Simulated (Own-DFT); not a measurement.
# Response to strain: grey tin, 32 atoms (Sn32)

These are calculations, not measurements. They come from Own-DFT, an in-house plane-wave density functional program, since retired, whose code no person has reviewed. Each row is one single-point run on a periodic cell that was not relaxed, without spin or spin-orbit coupling.

Settings of every run: PBE; PseudoDojo norm-conserving scalar-relativistic files; cutoff 42 hartree; 3 x 3 x 5 k mesh centred on Gamma; cold (Marzari-Vanderbilt) smearing of 0.2 eV.

Known limits: forces on such cells failed a check on a denser k mesh; stress not checked against mesh or cutoff.

Unstrained cell vectors in Å: (12.978, 0.000, 0.000); (0.000, 12.978, 0.000); (0.000, 0.000, 6.489). The unstrained cell has measured lattice constants (interpolated for alloys), not those of this functional. That, the random moves and any unrelaxed bonds set the pressure at no strain. Each run strains this cell uniformly, with the atoms carried along. Every atom was also moved at random, by a Gaussian of width 0.05 Å on each axis. Strain is the symmetric tensor, in per cent. Stress is positive in tension, and the pressure is minus a third of its trace.

```
run,e_xx (%),e_yy (%),e_zz (%),s_xx (GPa),s_yy (GPa),s_zz (GPa),P (GPa),E (meV/atom)
1,-1.75,-1.75,0.00,-5.88,-5.82,-5.22,5.64,67.8
2,-0.75,-0.75,0.00,-4.54,-4.56,-4.49,4.53,53.9
3,2.00,2.00,0.00,-1.45,-1.47,-2.02,1.65,0.0
4,-2.25,-2.25,0.00,-6.64,-6.55,-5.93,6.37,89.3
5,-0.25,-0.25,0.00,-3.98,-3.99,-3.89,3.95,42.3
6,1.50,1.50,0.00,-2.02,-1.95,-2.35,2.11,6.1
7,-3.00,-3.00,0.00,-7.48,-7.44,-6.53,7.15,87.2
8,0.50,0.50,0.00,?,?,?,?,?
```

E is the free energy for each atom above the lowest run shown.

## Worked fit

The change of volume is close to e_xx + e_yy + e_zz. A straight line through the runs shown gives P = 3.79 - 56 x (fractional change of volume) GPa, with an error of 1 on the slope and a scatter of 0.11 GPa. The strain isn't the same on all axes, but the crystal is cubic, so the slope still estimates the bulk modulus, averaged over pressures from 1.6 to 7.1 GPa.

## Withheld run

Question: what pressure should run 8 give? Its volume changes by 1.00 %.

The line gives 3.2 GPa. The calculation gave 2.95 GPa.
